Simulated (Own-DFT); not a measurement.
# One host, several defects: C40 NbSi2

Everything here is calculated. The program is Own-DFT (plane waves, in-house, since retired, never reviewed by a person); positions were held fixed, and spin and spin-orbit coupling were off.

Settings: PBE; PseudoDojo norm-conserving scalar-relativistic files; cutoff 42 hartree; 4 x 4 x 5 k mesh centred on Gamma; cold (Marzari-Vanderbilt) smearing of 0.2 eV.

Keep in mind: forces on such cells failed a check on a denser k mesh; stress not checked against mesh or cutoff.

All runs share one cell, with vectors in Å (0.000, 8.324, 0.000); (-9.613, 0.000, 0.000); (0.000, 0.000, 6.586) and a volume of 527.0 Å³. u is the rms random offset of the atoms per axis. The defect's site can differ from row to row.

| cell | formula | u (Å) | P (GPa) |
|---|---|---|---|
| no defect | Nb12Si24 | 0.0186 | 1.50 |
| no defect | Nb12Si24 | 0.0470 | 2.49 |
| no defect | Nb12Si24 | 0.0564 | 2.87 |
| one Si vacancy | Nb12Si23 | 0.0304 | 1.04 |
| one Si vacancy | Nb12Si23 | 0.0456 | 1.55 |
| one Si vacancy | Nb12Si23 | 0.0471 | 1.44 |
| two Si on a Nb site each | Nb10Si26 | 0.0256 | 1.65 |
| two Si on a Nb site each | Nb10Si26 | 0.0431 | 2.57 |
| two Si on a Nb site each | Nb10Si26 | 0.0542 | 2.05 |
| two Nb on a Si site each | Nb14Si22 | 0.0290 | 7.31 |
| two Nb on a Si site each | Nb14Si22 | 0.0292 | 7.78 |
| two Nb on a Si site each | Nb14Si22 | 0.0476 | ? |
| two Nb on a Si site each | Nb14Si22 | 0.0511 | 8.49 |

## What the rows give

P = P0 + c u² + a shift for each defect gives P0 = 1.51 GPa, c = 406 ± 96 GPa/Å² and a scatter of 0.30 GPa. The shifts, and each times the cell's volume:

- two Nb on a Si site each: 5.77 ± 0.25 GPa, 19.0 eV (9.5 eV for each of its 2 sites)
- two Si on a Nb site each: -0.16 ± 0.25 GPa, -0.5 eV (-0.3 eV for each of its 2 sites) (not resolved)
- one Si vacancy: -0.88 ± 0.25 GPa, -2.9 eV

Against the defect-free cell, a freed cell would be larger where the shift is positive and smaller where it is negative (160.2 GPa Å³ is 1 eV). The atoms around the defects weren't relaxed, which would change these numbers.

## The run left out

Q: what pressure belongs in the blank (two Nb on a Si site each, u = 0.0476 Å)?

The fit gives 8.20 ± 0.36 GPa. The run itself gave 7.71 GPa.
